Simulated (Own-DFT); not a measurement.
## Calculated data, TiO₂ (rutile, atoms displaced)

All values are calculated (Own-DFT development build). A calculation, not a measurement: plane-wave PBE density functional theory by an unreviewed code, no spin, of a simulated periodic cell, stress positive in tension, free energy of the whole cell less one offset for each atom, oxygen file: force components 24 meV/angstrom off all-electron in one glass; forces on such cells passed a denser k mesh, this cell's mesh not checked; offsets are fitted by least squares, one for each functional and potential file, so energies compare only between cells with the same atoms and settings and are not formation energies; the far tail of each file's local potential was reset to the Coulomb form; each entry is a single point on an unrelaxed cell, so the pressure reflects the starting lattice, mostly measured values (interpolated for alloys), from which strain is counted, and rises with the displacements; printed positions are rounded, which can move forces by about a meV/angstrom; the program, named Own-DFT, is a retired in-house code; no spin-orbit coupling; before rounding, a Quantum ESPRESSO 7.3.1 run of the same cell and cutoff gave forces within 1 meV/angstrom rms on each cell, which checks the program and not the settings.

## TiO₂ (rutile, atoms displaced)

```
cell vectors (Å)
   9.1874     0.0000     0.0000
   0.0000     9.1874     0.0000
   0.0000     0.0000     8.8761
atoms (fractions of the cell vectors)
Ti  0.99756  0.00110  0.00020
Ti  0.24752  0.24681  0.16976
O   0.15420  0.15284  0.99864
O   0.34843  0.35033  0.99765
O   0.40412  0.10109  0.16606
O   0.09948  0.40236  0.16434
Ti  0.00079  0.00293  0.33047
Ti  0.24780  0.24629  0.50218
O   0.15548  0.15607  0.33421
O   0.34936  0.34860  0.33622
O   0.40339  0.09717  0.50114
O   0.09791  0.39998  0.50208
Ti  0.00095  0.99116  0.66491
Ti  0.24857  0.24518  0.83229
O   0.14783  0.14912  0.66235
O   0.34467  0.34926  0.66613
O   0.40076  0.10191  0.83322
O   0.09916  0.40010  0.83278
Ti  0.99962  0.50045  0.00211
Ti  0.24949  0.75366  0.16923
O   0.14965  0.65686  0.99993
O   0.34573  0.84639  0.00306
O   0.40179  0.59584  0.16543
O   0.09731  0.90372  0.17048
Ti  0.99516  0.49844  0.33519
Ti  0.25136  0.74731  0.50200
O   0.15476  0.65458  0.33467
O   0.34519  0.84794  0.33150
O   0.40533  0.59425  0.50002
O   0.10008  0.90361  0.49693
Ti  0.99710  0.49644  0.66515
Ti  0.24859  0.75119  0.83398
O   0.15260  0.65029  0.66310
O   0.34910  0.84315  0.66907
O   0.40155  0.59788  0.83605
O   0.09754  0.89954  0.83413
Ti  0.50136  0.00210  0.00148
Ti  0.75177  0.25238  0.16693
O   0.65127  0.15274  0.00016
O   0.84791  0.34795  0.99732
O   0.90300  0.09919  0.16635
O   0.59773  0.40327  0.16828
Ti  0.50021  0.00225  0.33607
Ti  0.75018  0.24853  0.49981
O   0.65308  0.14880  0.33564
O   0.84663  0.34778  0.33530
O   0.90607  0.09574  0.49544
O   0.59583  0.39913  0.50017
Ti  0.49696  0.00188  0.66678
Ti  0.75285  0.25036  0.83160
O   0.65182  0.15123  0.66814
O   0.84509  0.34348  0.67188
O   0.90083  0.09578  0.83289
O   0.59709  0.40588  0.83429
Ti  0.49984  0.49482  0.00347
Ti  0.75304  0.74885  0.16682
O   0.65286  0.65692  0.00461
O   0.85001  0.84435  0.99985
O   0.90596  0.60018  0.16511
O   0.59676  0.89991  0.16535
Ti  0.50330  0.49980  0.33425
Ti  0.75083  0.74859  0.50008
O   0.65299  0.65189  0.33322
O   0.85126  0.84683  0.33035
O   0.90513  0.59736  0.50148
O   0.59643  0.90548  0.50001
Ti  0.50259  0.50358  0.66531
Ti  0.75158  0.75151  0.82944
O   0.65478  0.65090  0.66660
O   0.84403  0.85159  0.66837
O   0.90276  0.60172  0.83521
O   0.59923  0.90369  0.83539
```

| Property | Result |
| --- | --- |
| functional | PBE |
| potential files | PseudoDojo norm-conserving, scalar-relativistic, standard set |
| wave cutoff | 72 hartree |
| occupations | Fermi-Dirac |
| smearing width | 0.1 eV |
| k mesh | 3 x 3 x 3 centred on Gamma |
| free energy of cell above offsets | -19.400 eV |
| pressure | 4.96 GPa |
| stress xx | -5.23 GPa |
| stress yy | -5.11 GPa |
| stress zz | -4.54 GPa |
| stress yz | 0.05 GPa |
| stress xz | 0.21 GPa |
| stress xy | -0.05 GPa |

Force:
```tsv
element	x (eV/Å)	y (eV/Å)	z (eV/Å)
Ti	-0.005	-0.292	-0.336
Ti	0.837	0.857	-0.433
O	-0.456	-0.46	0.307
O	-0.268	-0.499	0.169
O	-0.082	-0.124	0.172
O	-0.387	0.106	0.46
Ti	-0.079	-0.525	0.444
Ti	0.669	0.969	0.339
O	-0.614	-0.63	-0.239
O	-0.192	-0.238	-0.241
O	-0.265	0.069	0.002
O	-0.606	0.321	-0.302
Ti	0.352	0.561	-0.133
Ti	0.221	1.003	0.022
O	0.248	0.034	0.373
O	0.08	-0.249	-0.086
O	0.313	-0.634	-0.155
O	-0.608	0.417	-0.113
Ti	0.815	0.252	-0.638
Ti	0.275	-0.586	-0.366
O	-0.248	-0.471	-0.007
O	0.291	0.537	-0.403
O	0.028	0.109	0.429
O	-0.046	0.223	-0.496
Ti	1.172	0.297	-0.48
Ti	-0.113	-0.194	-0.335
O	-0.653	-0.713	0.204
O	0.571	0.433	0.4
O	-0.265	0.643	-0.041
O	-0.041	-0.156	0.327
Ti	0.976	0.068	1.112
Ti	0.484	-0.841	0.658
O	-0.251	-0.035	0.14
O	0.268	0.599	-0.252
O	0.105	0.09	-0.401
O	-0.312	0.47	-0.189
Ti	0.147	-0.493	0.204
Ti	-0.572	-0.267	-0.727
O	0.22	0.2	0.4
O	-0.074	-0.04	0.584
O	-0.147	0.27	-0.122
O	0.751	-0.63	0.172
Ti	-0.032	-0.559	-0.704
Ti	-0.474	-0.589	0.394
O	0.348	0.481	-0.213
O	0.139	0.187	-0.127
O	-0.59	0.488	0.476
O	0.642	-0.201	0.085
Ti	0.267	-0.289	0.489
Ti	-0.776	-0.314	0.501
O	0.052	0.036	-0.303
O	0.562	0.664	-0.854
O	0.231	-0.095	0.148
O	0.52	-0.471	-0.278
Ti	-0.613	0.662	-0.726
Ti	-0.671	0.264	-0.82
O	0.049	-0.344	-0.417
O	0.388	0.656	-0.008
O	-0.038	-0.471	0.566
O	-0.119	0.451	0.246
Ti	-0.989	-0.063	-0.385
Ti	-0.339	0.457	-0.785
O	0.344	0.149	0.551
O	-0.183	0.01	0.764
O	-0.49	0.219	-0.172
O	0.423	-0.623	0.086
Ti	-0.879	-0.572	1.133
Ti	-0.511	-0.292	1.655
O	0.159	0.23	-0.406
O	0.162	-0.185	-0.61
O	0.119	-0.432	-0.459
O	-0.247	0.097	-0.249
```
